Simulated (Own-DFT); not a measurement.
# How strain changes the stress of zincblende GaP, 64 atoms (Ga32P32)

Calculated, not measured: single-point runs of Own-DFT, a retired in-house plane-wave DFT program that no person has reviewed, on unrelaxed cells, without spin or spin-orbit coupling.

Method: PBE; PseudoDojo norm-conserving scalar-relativistic files; cutoff 42 hartree; 3 x 3 x 3 k mesh centred on Gamma; Fermi-Dirac smearing of 0.1 eV.

Known weak points: forces on such cells passed a denser k mesh, each cell not checked; stress not checked against mesh or cutoff.

Unstrained cell vectors in Å: (10.901, 0.000, 0.000); (0.000, 10.901, 0.000); (0.000, 0.000, 10.901). The unstrained cell has measured lattice constants (interpolated for alloys), not those of this functional. That, the random moves and any unrelaxed bonds set the pressure at no strain. In each run the cell takes a homogeneous strain; fractional positions stay. Each coordinate of each atom was shifted by a normal deviate of width 0.05 Å. Strains are tensor components in per cent; tension counts as positive stress, and P is minus the mean normal stress.

| run | e_xx (%) | e_yy (%) | e_zz (%) | e_yz (%) | e_xz (%) | e_xy (%) | s_xx (GPa) | s_yy (GPa) | s_zz (GPa) | s_yz (GPa) | s_xz (GPa) | s_xy (GPa) | P (GPa) | E (meV/atom) |
|---|---|---|---|---|---|---|---|---|---|---|---|---|---|---|
| 1 | -0.08 | -0.19 | -1.35 | -0.45 | -1.16 | 1.75 | -4.92 | -4.91 | -5.67 | -1.41 | -1.98 | 3.97 | 5.17 | 26.3 |
| 2 | -0.63 | 0.60 | 0.94 | 1.46 | -0.61 | 1.50 | -3.24 | -2.40 | -2.07 | 2.64 | -0.90 | 2.69 | 2.57 | 6.6 |
| 3 | 1.57 | -1.07 | 2.00 | -1.02 | -0.43 | 1.58 | -0.90 | -2.60 | -0.45 | -2.30 | 0.12 | 2.73 | 1.31 | 5.3 |
| 4 | 0.46 | 0.81 | -1.94 | -1.48 | 1.68 | 1.69 | -3.48 | -3.35 | -4.98 | -2.22 | 3.03 | 2.32 | 3.94 | 19.3 |
| 5 | -1.46 | -0.85 | -0.55 | -0.54 | 1.04 | -0.91 | -6.48 | -6.11 | -5.87 | -0.79 | 2.00 | -1.31 | 6.15 | 29.7 |
| 6 | 0.35 | 0.04 | 0.71 | -0.80 | 0.43 | 1.75 | -2.45 | -2.63 | -2.08 | -1.01 | 0.83 | 3.46 | 2.39 | 0.0 |
| 7 | -0.31 | 1.32 | -0.71 | 0.96 | 0.28 | -1.67 | -3.46 | -2.21 | -3.64 | 1.95 | 0.59 | -2.85 | 3.10 | 9.2 |
| 8 | -0.59 | -1.33 | 0.37 | 1.69 | 1.50 | 0.33 | -5.02 | -5.64 | -4.43 | 3.47 | 3.38 | -0.33 | 5.03 | 24.1 |
| 9 | 1.91 | 0.99 | 0.70 | 1.04 | 1.94 | 0.67 | -0.08 | -0.62 | -0.81 | 1.71 | 3.14 | 0.93 | 0.50 | 4.6 |
| 10 | 0.05 | -0.79 | -1.12 | -0.41 | -0.96 | -0.26 | -4.66 | -5.30 | -5.62 | 0.16 | -1.44 | -0.12 | 5.19 | 23.1 |
| 11 | -1.70 | -1.47 | -0.83 | -0.25 | 1.93 | -1.76 | -7.91 | -7.72 | -7.32 | 0.92 | 4.55 | -4.17 | 7.65 | 50.1 |
| 12 | -0.32 | 1.67 | 0.47 | 1.10 | -0.88 | 1.87 | -2.52 | -1.10 | -1.97 | 1.37 | -1.64 | 2.74 | 1.86 | 11.1 |
| 13 | -1.45 | 0.65 | 1.48 | 1.97 | -0.89 | -0.04 | -3.97 | -2.81 | -1.96 | 3.55 | -1.83 | 0.52 | 2.91 | 11.6 |
| 14 | -0.23 | 1.06 | 1.80 | -0.48 | -1.37 | 0.03 | -1.89 | -1.23 | -0.62 | -0.04 | -2.47 | 0.30 | 1.25 | 9.2 |
| 15 | -0.63 | -0.65 | -1.11 | -0.63 | -1.07 | 0.44 | -5.75 | -5.71 | -5.81 | -1.03 | -1.08 | 2.24 | 5.76 | 31.8 |
| 16 | -1.45 | 1.02 | 0.22 | 1.16 | 1.93 | 1.84 | ? | ? | ? | ? | ? | ? | ? | ? |

The last column gives the free energy per atom over the lowest of the runs shown.

## What the rows give

Least squares on the runs shown: each stress against a constant and the strains, taken as fractions with shears doubled. Shear strains stay in the fit of a normal stress only where such slopes are resolved. The slopes, in GPa:

```
stress  at no strain  per e_xx  per e_yy  per e_zz  scatter
  s_xx          -3.6   134 ± 5    76 ± 5    68 ± 4     0.19
  s_yy          -3.6    72 ± 5   143 ± 5    65 ± 4     0.17
  s_zz          -3.5    70 ± 6    76 ± 6   134 ± 5     0.21
```

The slope of each shear stress on twice its own strain, from a fit on all six strains: yz 80 ± 8, xz 89 ± 4, xy 85 ± 8 GPa. These are stiffnesses along x, y and z of the frame in which the cell vectors are given, which need not be the crystal's axes. No internal relaxation is included, and where it is allowed it would reduce some of the slopes. Symmetry asks for nearly equal slopes across the diagonal; the mismatch is a measure of noise. A ninth of the table's sum, 93 ± 2 GPa, estimates the bulk modulus near the mean pressure of these runs, 3.7 GPa, so it lies above the value at zero pressure.

## Prediction

The question: what normal stresses and pressure should run 16 give?

Estimate: s_xx = -4.6, s_yy = -3.0, s_zz = -3.5 and P = 3.7 GPa. DFT gave -4.66, -2.91, -3.57 and P = 3.72 GPa.
